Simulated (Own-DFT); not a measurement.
# PBE and PBEsol under strain: C11b WSi2, 30 atoms (Si20W10)

The numbers are computed, not measured, by runs of the plane-wave DFT program Own-DFT (in-house, retired, unreviewed) at fixed positions, with no spin and no spin-orbit coupling.

Limits: forces on such cells failed a check on a denser k mesh; stress not checked against mesh or cutoff.

Each geometry was run with PBE and with PBEsol, otherwise alike: PseudoDojo norm-conserving scalar-relativistic files made for PBE; cutoff 50 hartree; 5 x 5 x 5 k mesh centred on Gamma; cold (Marzari-Vanderbilt) smearing of 0.2 eV. Unstrained cell vectors in Å: (-2.149, -5.953, 3.409); (-6.444, 2.976, 1.136); (-2.553, -2.948, -6.757). Each has a uniform strain, of which the change of volume is shown, and random moves of rms u per axis.

| run | volume change (%) | u (Å) | P with PBE (GPa) | P with PBEsol (GPa) |
|---|---|---|---|---|
| 1 | -0.21 | 0.0481 | 6.87 | 2.76 |
| 2 | -0.77 | 0.0524 | 8.51 | 4.38 |
| 3 | 3.37 | 0.0414 | -1.69 | -5.61 |
| 4 | -2.04 | 0.0566 | 12.34 | 8.12 |
| 5 | -4.25 | 0.0463 | 17.05 | 12.73 |
| 6 | -1.70 | 0.0497 | 11.15 | 6.97 |
| 7 | 3.24 | 0.0490 | -1.31 | -5.24 |
| 8 | 1.84 | 0.0531 | 2.83 | -1.17 |
| 9 | 3.69 | 0.0508 | -2.71 | -6.61 |
| 10 | 2.55 | 0.0594 | 1.48 | -2.51 |
| 11 | -1.09 | 0.0486 | 9.62 | ? |

Question: by how much does PBEsol shrink this cell, and what belongs in the blank?

## Solution

Write v for the change of volume as a fraction. Fitted to v and u², the PBE pressure has a slope of -246 ± 4 GPa in v, with the ions held to the strained lattice. The difference PBEsol less PBE is -4.10 + 5.2 v GPa (slope ± 0.1) and averages -4.07 GPa. Divided by the mean slope of the two, 243 GPa, that makes PBEsol's volume at a given pressure, near 3 GPa, about 1.7 % smaller, or 0.56 % in lengths. At one volume PBEsol's slope is the smaller by 5 GPa, but its pressure there is lower too. If stiffness rises by about 4 GPa for each GPa, PBEsol at equal pressure is stiffer by about 11 GPa. Files made for PBEsol would give a different shift.

For run 11 the line gives 5.46 GPa. The calculation gave 5.46 GPa.
